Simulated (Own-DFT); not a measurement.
Simulation results for Hf$_{36}$O$_{71}$ (tetragonal hafnia with one neutral oxygen vacancy, atoms displaced)

All values are calculated (Own-DFT development build). A calculation, not a measurement: plane-wave PBE and HSE06 DFT by an unreviewed code, no spin, of a simulated cell at Gamma alone, so results move with cell size and shape, stress positive in tension, energies less offsets, not probed for a lower state with spin; hafnium file: forces about 75 meV/angstrom off all-electron values; oxygen file: force components 24 meV/angstrom off all-electron in a glass; k mesh not checked against a denser one; forces and stress are PBE's, HSE06 gives the energy alone, and its difference from PBE has offsets of its own; offsets are fitted by least squares, one for each functional and potential file, so energies compare only between cells with the same atoms and settings and are not formation energies; the far tail of each file's local potential was reset to the Coulomb form; each entry is a single point on an unrelaxed cell, so the pressure reflects the starting lattice, taken from the Materials Project, from which strain is counted, and rises with the displacements; printed positions are rounded, which can move forces by about a meV/angstrom; the program is a retired in-house code; no spin-orbit coupling.

Settings shared by all entries: first functional PBE; second functional HSE06; exact exchange share 0.25; screening 0.11 1/bohr; exchange divergence Gygi-Baldereschi; potential files PseudoDojo norm-conserving, scalar-relativistic, made for PBE, standard set; wave cutoff 48 hartree; occupations fixed; k mesh 1 x 1 x 1 centred on Gamma.

(1) 
```cif
# cell vector a (Å): 10.7800 0.0000 0.0000
# cell vector b (Å): 0.0000 10.7800 0.0000
# cell vector c (Å): 0.0000 0.0000 10.4493
data_Hf36O71
_symmetry_space_group_name_H-M 'P 1'
_symmetry_Int_Tables_number 1
_cell_length_a 10.7800
_cell_length_b 10.7800
_cell_length_c 10.4493
_cell_angle_alpha 90.000
_cell_angle_beta 90.000
_cell_angle_gamma 90.000
_cell_volume 1214.30
loop_
_atom_site_label
_atom_site_type_symbol
_atom_site_fract_x
_atom_site_fract_y
_atom_site_fract_z
_atom_site_occupancy
Hf1 Hf 0.00364 0.99929 0.00000 1
Hf2 Hf 0.17206 0.17041 0.25735 1
O1 O 0.99814 0.17534 0.14180 1
O2 O 0.15758 0.00549 0.34301 1
O3 O 0.00246 0.16246 0.39660 1
O4 O 0.17451 0.00387 0.10540 1
Hf3 Hf 0.00483 0.00551 0.50476 1
Hf4 Hf 0.17633 0.16601 0.74924 1
O5 O 0.98348 0.16408 0.63669 1
O6 O 0.17263 0.98821 0.84120 1
O7 O 0.01111 0.16319 0.90883 1
O8 O 0.16569 0.00045 0.59313 1
Hf5 Hf 0.99747 0.32765 0.00960 1
Hf6 Hf 0.15609 0.51145 0.25540 1
O9 O 0.00964 0.50284 0.15886 1
O10 O 0.17848 0.34434 0.34693 1
O11 O 0.99962 0.49066 0.40500 1
O12 O 0.16691 0.32477 0.09039 1
Hf7 Hf 0.98960 0.33902 0.51066 1
Hf8 Hf 0.16484 0.50997 0.74605 1
O13 O 0.99897 0.49945 0.64832 1
O14 O 0.16724 0.35406 0.85927 1
O15 O 0.99460 0.50118 0.90227 1
O16 O 0.16139 0.33881 0.60650 1
Hf9 Hf 0.00214 0.67407 0.00186 1
Hf10 Hf 0.16974 0.82659 0.25107 1
O17 O 0.01400 0.83046 0.14817 1
O18 O 0.16456 0.68482 0.34024 1
O19 O 0.16485 0.65875 0.08754 1
Hf11 Hf 0.00552 0.67346 0.49173 1
Hf12 Hf 0.16935 0.83482 0.74060 1
O20 O 0.00776 0.83006 0.65875 1
O21 O 0.17102 0.67763 0.85247 1
O22 O 0.01132 0.82579 0.90826 1
O23 O 0.17019 0.65958 0.59489 1
Hf13 Hf 0.32844 0.00432 0.00737 1
Hf14 Hf 0.50421 0.16507 0.25341 1
O24 O 0.33528 0.17071 0.15066 1
O25 O 0.51465 0.00045 0.35404 1
O26 O 0.33081 0.15937 0.39558 1
O27 O 0.50066 0.99894 0.09920 1
Hf15 Hf 0.32404 0.00558 0.50447 1
Hf16 Hf 0.49857 0.18848 0.74746 1
O28 O 0.33372 0.15561 0.64123 1
O29 O 0.49764 0.99279 0.84803 1
O30 O 0.34174 0.17942 0.90399 1
O31 O 0.49613 0.99583 0.59676 1
Hf17 Hf 0.32714 0.34472 0.00071 1
Hf18 Hf 0.51844 0.49682 0.24290 1
O32 O 0.32453 0.49663 0.13941 1
O33 O 0.50728 0.34957 0.34754 1
O34 O 0.32597 0.49314 0.40400 1
O35 O 0.49308 0.32737 0.09542 1
Hf19 Hf 0.32594 0.33919 0.49259 1
Hf20 Hf 0.49891 0.50200 0.74511 1
O36 O 0.33539 0.49894 0.64257 1
O37 O 0.50622 0.32827 0.84139 1
O38 O 0.32071 0.48030 0.90153 1
O39 O 0.49588 0.33673 0.59035 1
Hf21 Hf 0.33583 0.67146 0.00798 1
Hf22 Hf 0.51074 0.83314 0.24501 1
O40 O 0.34229 0.83878 0.14394 1
O41 O 0.48770 0.66406 0.34641 1
O42 O 0.33763 0.84103 0.40392 1
O43 O 0.50183 0.65930 0.09037 1
Hf23 Hf 0.32813 0.65890 0.50461 1
Hf24 Hf 0.49913 0.82864 0.75077 1
O44 O 0.34899 0.82250 0.64449 1
O45 O 0.49977 0.66680 0.83803 1
O46 O 0.32288 0.83171 0.89462 1
O47 O 0.50448 0.68928 0.59509 1
Hf25 Hf 0.66323 0.00303 0.00081 1
Hf26 Hf 0.83646 0.16494 0.25558 1
O48 O 0.66423 0.16591 0.15412 1
O49 O 0.82729 0.00185 0.34612 1
O50 O 0.66210 0.16326 0.40828 1
O51 O 0.81945 0.00120 0.08193 1
Hf27 Hf 0.67029 0.00793 0.49241 1
Hf28 Hf 0.83404 0.17816 0.74018 1
O52 O 0.66858 0.16853 0.63691 1
O53 O 0.83736 0.00186 0.84660 1
O54 O 0.66101 0.17206 0.90535 1
O55 O 0.83315 0.98986 0.59494 1
Hf29 Hf 0.65675 0.34052 0.00268 1
Hf30 Hf 0.82002 0.51150 0.26013 1
O56 O 0.66690 0.50707 0.15298 1
O57 O 0.83815 0.33519 0.34907 1
O58 O 0.66703 0.50323 0.40030 1
O59 O 0.84050 0.32948 0.08888 1
Hf31 Hf 0.66473 0.32938 0.50327 1
Hf32 Hf 0.81938 0.51779 0.75057 1
O60 O 0.66777 0.50099 0.66328 1
O61 O 0.84673 0.32723 0.84756 1
O62 O 0.65886 0.50557 0.89790 1
O63 O 0.83463 0.33312 0.58817 1
Hf33 Hf 0.66036 0.67329 0.99170 1
Hf34 Hf 0.83057 0.82810 0.25259 1
O64 O 0.65288 0.82599 0.15003 1
O65 O 0.83277 0.66942 0.34369 1
O66 O 0.65283 0.83016 0.39816 1
O67 O 0.83111 0.66227 0.09375 1
Hf35 Hf 0.65831 0.65849 0.49389 1
Hf36 Hf 0.83417 0.84627 0.74135 1
O68 O 0.66818 0.83061 0.66077 1
O69 O 0.83374 0.68144 0.85566 1
O70 O 0.65727 0.83635 0.88893 1
O71 O 0.84164 0.67947 0.59052 1
_calc_PBE_energy_of_cell_above_offsets '-86.458'  # eV
_calc_HSE06_less_PBE_above_offsets '0.603'  # eV
_calc_PBE_pressure 5.9  # GPa
_calc_PBE_stress_xx -7.11  # GPa
_calc_PBE_stress_yy -4.77  # GPa
_calc_PBE_stress_zz -5.83  # GPa
_calc_PBE_stress_yz 1.24  # GPa
_calc_PBE_stress_xz 0.67  # GPa
_calc_PBE_stress_xy -0.25  # GPa
```

Force:
```csv
element,x (eV/Å),y (eV/Å),z (eV/Å)
Hf,-0.289,-0.001,-0.261
Hf,-0.144,0.938,-2.126
O,-0.425,-1.824,2.367
O,-0.32,-2.037,1.063
O,-0.489,1.24,0.251
O,-1.917,0.194,-0.758
Hf,-1.307,-0.405,-1.716
Hf,-0.759,1.517,1.893
O,2.833,-0.142,0.749
O,-0.367,3.372,0.366
O,0.646,-0.464,-1.702
O,-0.912,0.161,1.756
Hf,2.521,1.365,-3.096
Hf,2.812,-1.944,-1.272
O,-3.328,-0.1,-0.146
O,-0.583,-1.787,0.077
O,0.265,3.321,-0.608
O,-0.53,-0.25,1.984
Hf,3.504,-0.811,-1.664
Hf,-1.088,-1.065,2.462
O,-1.259,0.285,0.391
O,-1.009,-3.326,-2.553
O,-0.289,1.306,0.306
O,0.86,-1.174,-0.518
Hf,-0.701,-2.9,-1.16
Hf,1.974,6.874,-2.711
O,-2.919,0.393,1.251
O,-0.819,-5.608,3.799
O,1.549,0.759,2.097
Hf,-1.03,-0.429,1.58
Hf,2.868,-1.514,2.041
O,-0.966,0.074,-1.962
O,-0.044,-2.199,-1.785
O,-0.541,3.233,-0.87
O,-1.714,0.439,-0.243
Hf,2.153,-0.396,-1.879
Hf,-1.443,-0.662,-0.662
O,0.529,-0.88,1.096
O,-0.308,0.541,-1.806
O,0.261,1.814,0.09
O,-0.19,0.528,0.774
Hf,4.196,-2.119,-1.291
Hf,-0.07,-7.632,-1.382
O,-0.558,1.58,1.532
O,-0.276,2.161,-0.023
O,-1.065,-1.718,-1.75
O,0.907,0.539,-0.829
Hf,-1.609,-3.659,2.83
Hf,-6.401,1.594,0.614
O,1.135,0.882,2.077
O,0.185,-2.95,0.559
O,0.078,2.856,-0.402
O,2.372,1.229,0.513
Hf,-1.17,-1.356,0.312
Hf,-1.387,0.181,1.195
O,0.503,0.6,0.735
O,0.622,5.535,1.727
O,2.626,7.402,-3.722
O,0.594,-0.201,0.906
Hf,-1.852,-0.125,-1.961
Hf,-4.606,1.215,3.535
O,-0.971,-1.356,0.297
O,1.032,-1.213,-0.537
O,-1.153,-0.849,-0.283
O,0.07,-0.217,0.633
Hf,3.3,2.466,-1.349
Hf,0.835,3.585,-0.403
O,-4.61,0.319,0.023
O,-0.5,-2.267,1.351
O,1.287,0.109,1.454
O,0.058,-3.441,-0.952
Hf,-2.751,0.275,-3.044
Hf,0.836,1.47,-2.026
O,0.802,0.611,0.644
O,0.217,-1.334,-0.363
O,0.374,3.613,-1.99
O,3.839,-0.815,2.635
Hf,-2.722,-3.746,2.517
Hf,-1.066,-1.467,2.351
O,-0.048,0.909,1.37
O,0.308,0.975,-0.642
O,0.027,0.326,-0.349
O,0.577,0.117,-0.489
Hf,1.74,-2.18,-0.581
Hf,3.607,-2.972,-2.288
O,2.13,-0.897,-1.724
O,-1.159,-0.072,-0.362
O,0.704,-1.132,-0.492
O,-4.704,0.857,1.95
Hf,-0.273,-0.964,-1.079
Hf,6.028,0.161,3.092
O,-2.039,-0.17,-3.192
O,-1.209,1.349,-1.335
O,0.527,-0.832,0.421
O,-3.446,0.379,2.124
Hf,1.611,1.566,-0.86
Hf,0.369,1.745,-1.469
O,4.943,-0.308,-2.011
O,0.512,0.53,1.344
O,1.785,-1.006,0.041
O,-0.596,0.541,1.423
Hf,0.004,4.869,1.84
Hf,-1.035,-0.781,0.873
O,0.571,-0.086,-1.357
O,-0.811,-1.246,-1.597
O,0.801,-0.499,2.686
O,-1.11,-1.375,-0.366
```

(2) 
```cif
# cell vector a (Å): 10.7800 0.0000 0.0000
# cell vector b (Å): 0.0000 10.7800 0.0000
# cell vector c (Å): 0.0000 0.0000 10.4493
data_Hf36O71
_symmetry_space_group_name_H-M 'P 1'
_symmetry_Int_Tables_number 1
_cell_length_a 10.7800
_cell_length_b 10.7800
_cell_length_c 10.4493
_cell_angle_alpha 90.000
_cell_angle_beta 90.000
_cell_angle_gamma 90.000
_cell_volume 1214.30
loop_
_atom_site_label
_atom_site_type_symbol
_atom_site_fract_x
_atom_site_fract_y
_atom_site_fract_z
_atom_site_occupancy
Hf1 Hf 0.98959 0.98468 0.00786 1
Hf2 Hf 0.15904 0.15934 0.24323 1
O1 O 0.00077 0.17738 0.15493 1
O2 O 0.16344 0.99633 0.35117 1
O3 O 0.99904 0.16734 0.42746 1
O4 O 0.16390 0.00462 0.08838 1
Hf3 Hf 0.99474 0.00068 0.51186 1
Hf4 Hf 0.18352 0.16058 0.75656 1
O5 O 0.00790 0.16660 0.65168 1
O6 O 0.17887 0.99582 0.85073 1
O7 O 0.00017 0.16827 0.90416 1
O8 O 0.16466 0.99948 0.59367 1
Hf5 Hf 0.00196 0.33571 0.99938 1
Hf6 Hf 0.16207 0.50141 0.25475 1
O9 O 0.99614 0.50096 0.15865 1
O10 O 0.17043 0.33424 0.33531 1
O11 O 0.99860 0.50562 0.39845 1
O12 O 0.16901 0.33840 0.09385 1
Hf7 Hf 0.99834 0.33658 0.50084 1
Hf8 Hf 0.16660 0.50112 0.75167 1
O13 O 0.99522 0.49432 0.65288 1
O14 O 0.15494 0.33940 0.85442 1
O15 O 0.00985 0.50429 0.90236 1
O16 O 0.16222 0.33276 0.59219 1
Hf9 Hf 0.00646 0.67662 0.99657 1
Hf10 Hf 0.17332 0.82729 0.26168 1
O17 O 0.01116 0.83918 0.15509 1
O18 O 0.17082 0.66947 0.34305 1
O19 O 0.99872 0.84505 0.40922 1
O20 O 0.17266 0.66279 0.09480 1
Hf11 Hf 0.99940 0.66518 0.49233 1
Hf12 Hf 0.18642 0.83967 0.74317 1
O21 O 0.00712 0.83721 0.66392 1
O22 O 0.17147 0.64837 0.85215 1
O23 O 0.00237 0.82920 0.90134 1
O24 O 0.16413 0.66255 0.60498 1
Hf13 Hf 0.32537 0.00629 0.01122 1
Hf14 Hf 0.50853 0.16073 0.24637 1
O25 O 0.33787 0.15489 0.15309 1
O26 O 0.49385 0.99485 0.35168 1
O27 O 0.33792 0.17381 0.39866 1
O28 O 0.49965 0.98853 0.09412 1
Hf15 Hf 0.32763 0.99309 0.48342 1
Hf16 Hf 0.49841 0.17140 0.74145 1
O29 O 0.33603 0.16867 0.66975 1
O30 O 0.49737 0.99255 0.84245 1
O31 O 0.34407 0.16555 0.91067 1
O32 O 0.48870 0.98391 0.60034 1
Hf17 Hf 0.34737 0.32690 0.98883 1
Hf18 Hf 0.50435 0.49429 0.25082 1
O33 O 0.33832 0.48809 0.14337 1
O34 O 0.49677 0.32917 0.36015 1
O35 O 0.32294 0.49960 0.41004 1
O36 O 0.50145 0.33890 0.09830 1
Hf19 Hf 0.34028 0.34346 0.49286 1
Hf20 Hf 0.50609 0.50470 0.75106 1
O37 O 0.34668 0.48784 0.65736 1
O38 O 0.50106 0.32867 0.85636 1
O39 O 0.33696 0.49692 0.90008 1
O40 O 0.50098 0.33372 0.60781 1
Hf21 Hf 0.32848 0.66532 0.00550 1
Hf22 Hf 0.49177 0.83613 0.26522 1
O41 O 0.33875 0.84572 0.14697 1
O42 O 0.50206 0.67630 0.35062 1
O43 O 0.31970 0.82972 0.40246 1
O44 O 0.49489 0.66795 0.10280 1
Hf23 Hf 0.32411 0.65924 0.50993 1
Hf24 Hf 0.49811 0.82793 0.75605 1
O45 O 0.34553 0.83865 0.65006 1
O46 O 0.50361 0.65852 0.83651 1
O47 O 0.32827 0.83354 0.89931 1
O48 O 0.49148 0.66769 0.60410 1
Hf25 Hf 0.67924 0.99760 0.00728 1
Hf26 Hf 0.84616 0.15745 0.25762 1
O49 O 0.66364 0.16846 0.14074 1
O50 O 0.83267 0.99702 0.35747 1
O51 O 0.66081 0.15482 0.37937 1
O52 O 0.83900 0.00068 0.11141 1
Hf27 Hf 0.66633 0.99950 0.51326 1
Hf28 Hf 0.83104 0.15875 0.75934 1
O53 O 0.67182 0.15978 0.63609 1
O54 O 0.84246 0.99711 0.84863 1
O55 O 0.66676 0.16867 0.89681 1
O56 O 0.82630 0.99891 0.60164 1
Hf29 Hf 0.67492 0.34123 0.00418 1
Hf30 Hf 0.82737 0.51192 0.25478 1
O57 O 0.65686 0.49159 0.15489 1
O58 O 0.83428 0.32487 0.35610 1
O59 O 0.85121 0.34036 0.08639 1
Hf31 Hf 0.67659 0.33476 0.51195 1
Hf32 Hf 0.82952 0.49081 0.74639 1
O60 O 0.65483 0.49776 0.64027 1
O61 O 0.85052 0.32087 0.84765 1
O62 O 0.65509 0.49223 0.91024 1
O63 O 0.83536 0.34426 0.58746 1
Hf33 Hf 0.66540 0.66740 0.00725 1
Hf34 Hf 0.82462 0.83806 0.24624 1
O64 O 0.66994 0.84354 0.15471 1
O65 O 0.81731 0.67622 0.34243 1
O66 O 0.67236 0.83173 0.39969 1
O67 O 0.82631 0.67417 0.09743 1
Hf35 Hf 0.66365 0.65087 0.50405 1
Hf36 Hf 0.83862 0.82789 0.76419 1
O68 O 0.67127 0.83621 0.65770 1
O69 O 0.83369 0.66753 0.85463 1
O70 O 0.65573 0.84053 0.91589 1
O71 O 0.82625 0.65125 0.59146 1
_calc_PBE_energy_of_cell_above_offsets '-89.110'  # eV
_calc_HSE06_less_PBE_above_offsets '0.528'  # eV
_calc_PBE_pressure 4.83  # GPa
_calc_PBE_stress_xx -4.49  # GPa
_calc_PBE_stress_yy -5.1  # GPa
_calc_PBE_stress_zz -4.89  # GPa
_calc_PBE_stress_yz -0.4  # GPa
_calc_PBE_stress_xz -0.05  # GPa
_calc_PBE_stress_xy -0.08  # GPa
```

Force:
```csv
element,x (eV/Å),y (eV/Å),z (eV/Å)
Hf,3.118,2.719,-1.62
Hf,3.188,1.727,0.542
O,-0.556,-1.028,0.347
O,0.375,0.764,-0.915
O,-0.146,-0.565,-3.493
O,-2.349,0.509,1.729
Hf,-0.288,0.532,0.822
Hf,-4.642,1.614,0.808
O,-1.314,-0.267,1.735
O,-0.36,0.383,-0.688
O,-0.092,-2.483,0.976
O,1.794,-0.496,0.96
Hf,4.184,-0.177,-1.677
Hf,0.898,-2.433,-3.02
O,-0.029,1.169,0.38
O,-0.796,-0.559,0.861
O,-0.072,0.214,-0.021
O,0.233,-0.687,0.219
Hf,2.034,-0.364,0.396
Hf,0.163,-3.043,0.193
O,-0.11,0.64,0.08
O,1.681,-1.533,-1.914
O,-1.749,0.865,0.182
O,1.551,0.573,-0.313
Hf,0.093,-3.843,0.894
Hf,-0.177,2.531,-2.518
O,-1.297,-0.656,-0.408
O,-0.816,-1.483,2.088
O,0.409,-3.529,-0.359
O,-1.622,0.547,1.458
Hf,-0.858,1.49,1.744
Hf,-0.9,-0.274,1.345
O,-1.225,-0.542,-0.256
O,0.017,4.268,0.439
O,-0.241,1.025,0.018
O,-0.286,0.073,-0.882
Hf,3.06,-1.339,-1.615
Hf,-0.525,0.311,0.567
O,-1.042,0.128,0.249
O,-0.797,0.779,0.364
O,-0.687,-1.569,1.032
O,1.593,1.095,0.395
Hf,1.031,2.873,1.882
Hf,2.061,-1.35,2.155
O,0.117,0.076,-2.533
O,0.22,1.61,-0.156
O,-0.915,-0.982,-1.739
O,1.363,1.679,-1.353
Hf,-1.739,3.209,2.282
Hf,-3.062,-0.126,-0.005
O,-0.378,1.438,2.239
O,0.83,1.693,-1.185
O,0.1,2.27,-1.531
O,1.053,-0.74,0.853
Hf,-0.644,-3.239,1.939
Hf,-2.501,-2.94,0.821
O,-2.487,0.96,-1.113
O,0.259,0.287,-1.175
O,0.352,0.504,0.001
O,0.917,-1.143,-0.748
Hf,1.577,-1.03,-1.745
Hf,1.785,0.105,-2.928
O,-2.056,-1.095,1.597
O,-0.147,-3.138,0.88
O,0.694,-1.341,-0.318
O,1.331,0.008,-0.453
Hf,2.162,0.46,0.02
Hf,1.432,2.24,-0.298
O,-2.89,-1.22,-0.979
O,0.588,2.152,2.763
O,0.049,-1.489,0.145
O,0.802,-0.502,-1.253
Hf,-4.213,2.007,-0.24
Hf,-2.803,1.11,1.073
O,1.979,-0.121,0.093
O,0.742,0.687,-0.692
O,0.396,0.55,1.957
O,-0.307,0.099,0.004
Hf,-1.588,-1.145,-1.916
Hf,1.709,0.049,-0.972
O,-0.448,1.236,0.956
O,-0.368,-1.062,1.953
O,1.152,-0.519,-0.209
O,1.822,-0.013,1.068
Hf,-0.724,-3.929,0.854
Hf,1.076,-1.941,-0.623
O,3.151,0.77,0.12
O,-0.501,1.254,-1.265
O,-5.303,0.359,2.278
Hf,-3.212,-1.402,-3.372
Hf,2.002,0.47,0.344
O,2.659,-0.227,0.208
O,-1.726,2.955,-1.358
O,1.437,2.541,-1.596
O,-0.198,0.258,3.07
Hf,-1.797,0.723,-0.705
Hf,0.608,0.296,2.176
O,-1.257,-0.352,-0.286
O,1.024,-1.876,0.676
O,-0.557,0.378,1.022
O,1.241,-0.42,0.443
Hf,-1.181,2.474,-1.467
Hf,-0.549,0.732,-2.989
O,0.232,-0.645,0.896
O,-0.71,-1.459,-0.36
O,1.194,-2.375,-0.787
O,1.703,0.224,0.458
```
